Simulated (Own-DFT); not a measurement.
# Strain and stress in grey tin, 64 atoms (Sn64)

These are calculations, not measurements. They come from Own-DFT, an in-house plane-wave density functional program, since retired, whose code no person has reviewed. Each row is one single-point run on a periodic cell that was not relaxed, without spin or spin-orbit coupling.

Settings of every run: PBE; PseudoDojo norm-conserving scalar-relativistic files; cutoff 42 hartree; 3 x 3 x 3 k mesh centred on Gamma; cold (Marzari-Vanderbilt) smearing of 0.2 eV.

Known limits: forces on such cells moved up to 12 meV/angstrom on a denser k mesh; stress not checked against mesh or cutoff.

Unstrained cell vectors in Å: (12.978, 0.000, 0.000); (0.000, 12.978, 0.000); (0.000, 0.000, 12.978). The unstrained cell has measured lattice constants (interpolated for alloys), not those of this functional. That, the random moves and any unrelaxed bonds set the pressure at no strain. Each run strains this cell uniformly, with the atoms carried along. Every atom was also moved at random, by a Gaussian of width 0.05 Å on each axis. Strain is the symmetric tensor, in per cent. Stress is positive in tension, and the pressure is minus a third of its trace.

| run | e_xx (%) | e_yy (%) | e_zz (%) | s_xx (GPa) | s_yy (GPa) | s_zz (GPa) | P (GPa) | E (meV/atom) |
|---|---|---|---|---|---|---|---|---|
| 1 | -3.00 | -3.00 | 0.00 | -7.51 | -7.56 | -6.67 | 7.25 | 79.7 |
| 2 | 1.00 | 1.00 | 0.00 | -2.56 | -2.52 | -2.87 | 2.65 | 0.8 |
| 3 | 1.00 | 1.00 | 0.00 | -2.57 | -2.57 | -2.80 | 2.65 | 0.0 |
| 4 | -2.25 | -2.25 | 0.00 | -6.50 | -6.50 | -5.88 | 6.29 | 63.7 |
| 5 | -1.25 | -1.25 | 0.00 | -5.15 | -5.16 | -4.71 | 5.01 | 36.4 |
| 6 | -2.25 | -2.25 | 0.00 | -6.46 | -6.49 | -5.77 | 6.24 | 59.5 |
| 7 | -1.75 | -1.75 | 0.00 | -5.81 | -5.76 | -5.40 | 5.65 | 52.1 |
| 8 | 0.50 | 0.50 | 0.00 | -3.09 | -3.01 | -3.17 | 3.09 | 3.9 |
| 9 | -1.25 | -1.25 | 0.00 | -5.10 | -5.16 | -4.68 | 4.98 | 32.5 |
| 10 | -3.00 | -3.00 | 0.00 | -7.61 | -7.54 | -6.80 | 7.32 | 87.5 |
| 11 | -1.75 | -1.75 | 0.00 | -5.87 | -5.87 | -5.43 | 5.72 | 57.2 |
| 12 | 0.50 | 0.50 | 0.00 | -3.09 | -3.10 | -3.28 | 3.16 | 9.6 |
| 13 | -0.25 | -0.25 | 0.00 | ? | ? | ? | ? | ? |

E is the free energy for each atom above the lowest run shown.

## Worked fit

The change of volume is close to e_xx + e_yy + e_zz. A straight line through the runs shown gives P = 3.72 - 58 x (fractional change of volume) GPa, with an error of 1 on the slope and a scatter of 0.11 GPa. The strain isn't the same on all axes, but the crystal is cubic, so the slope still estimates the bulk modulus, averaged over pressures from 2.6 to 7.3 GPa.

## Withheld run

Question: what pressure should run 13 give? Its volume changes by -0.50 %.

The line gives 4.0 GPa. The calculation gave 3.89 GPa.
